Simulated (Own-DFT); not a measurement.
# What a defect does to the pressure of its cell: wurtzite GaN

Everything here is calculated. The program is Own-DFT (plane waves, in-house, since retired, never reviewed by a person); positions were held fixed, and spin and spin-orbit coupling were off.

All runs used: PBE; PseudoDojo norm-conserving scalar-relativistic files; cutoff 42 hartree; 4 x 4 x 3 k mesh centred on Gamma; Fermi-Dirac smearing of 0.1 eV.

Keep in mind (not all hold for every row): not probed for a lower state with spin; forces not confirmed at this smearing and k mesh; stress not checked against mesh or cutoff.

All runs share one cell, with vectors in Å (9.567, 0.000, 0.000); (-4.784, 8.285, 0.000); (0.000, 0.000, 10.370) and a volume of 822.0 Å³. The atoms are randomly displaced, by u rms on each axis. The defect's site can differ from row to row.

```
               cell  formula   u (Å)  P (GPa)
          no defect  Ga36N36  0.0208     5.94
          no defect  Ga36N36  0.0208     5.98
          no defect  Ga36N36  0.0474     7.45
one Ga on an N site  Ga37N35  0.0284    11.76
one Ga on an N site  Ga37N35  0.0295    12.23
one Ga on an N site  Ga37N35  0.0444    13.03
one Ga on an N site  Ga37N35  0.0500        ?
 one N on a Ga site  Ga35N37  0.0312     5.52
 one N on a Ga site  Ga35N37  0.0477     6.62
 one N on a Ga site  Ga35N37  0.0481     6.59
```

## Worked fit

P = P0 + c u² + a shift for each defect gives P0 = 5.58 GPa, c = 841 ± 68 GPa/Å² and a scatter of 0.14 GPa. The shifts, and each times the cell's volume:

- one Ga on an N site: 5.73 ± 0.11 GPa, 29.4 eV
- one N on a Ga site: -0.90 ± 0.13 GPa, -4.6 eV

Positive is outwards. The product with the volume (160.2 GPa Å³ to the eV) is nearly free of the cell's size; divided by the bulk modulus at the cell's pressure it gives the volume that the defect adds. The atoms around the defects weren't relaxed, which would change these numbers.

## The run left out

Q: what pressure belongs in the blank (one Ga on an N site, u = 0.0500 Å)?

The fit gives 13.42 ± 0.18 GPa. The run itself gave 13.22 GPa.
